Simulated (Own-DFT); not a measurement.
# Point defects and the pressure they add: wurtzite GaN

Source: density functional calculations with Own-DFT, an unreviewed in-house program that is no longer used. Nothing was measured or relaxed, and spin and spin-orbit coupling are left out.

Settings: PBE; PseudoDojo norm-conserving scalar-relativistic files; cutoff 42 hartree; 4 x 4 x 3 k mesh centred on Gamma; Fermi-Dirac smearing of 0.1 eV.

Caveats (not all hold for every row): some atoms lie very close together; not probed for a lower state with spin; forces not confirmed at this smearing and k mesh; stress not checked against mesh or cutoff.

All runs share one cell, with vectors in Å (9.567, 0.000, 0.000); (-4.784, 8.285, 0.000); (0.000, 0.000, 10.370) and a volume of 822.0 Å³. The atoms are randomly displaced, by u rms on each axis. The defect's site can differ from row to row.

```
               cell  formula   u (Å)  P (GPa)
          no defect  Ga36N36  0.0202     5.93
          no defect  Ga36N36  0.0456     7.22
          no defect  Ga36N36  0.0478     7.51
 one N on a Ga site  Ga35N37  0.0286     5.35
 one N on a Ga site  Ga35N37  0.0296     5.42
 one N on a Ga site  Ga35N37  0.0474     6.14
 one N on a Ga site  Ga35N37  0.0501        ?
one Ga on an N site  Ga37N35  0.0298    11.89
one Ga on an N site  Ga37N35  0.0310    11.88
one Ga on an N site  Ga37N35  0.0506    13.36
```

## What the rows give

P = P0 + c u² + a shift for each defect gives P0 = 5.65 GPa, c = 775 ± 65 GPa/Å² and a scatter of 0.15 GPa. The shifts, and each times the cell's volume:

- one Ga on an N site: 5.58 ± 0.12 GPa, 28.6 eV
- one N on a Ga site: -1.04 ± 0.12 GPa, -5.3 eV

Against the defect-free cell, a freed cell would be larger where the shift is positive and smaller where it is negative (160.2 GPa Å³ is 1 eV). The atoms around the defects weren't relaxed, which would change these numbers.

## Check

The question: what pressure belongs in the blank (one N on a Ga site, u = 0.0501 Å)?

From the fit: 6.56 ± 0.19 GPa. The calculation gave 6.65 GPa.
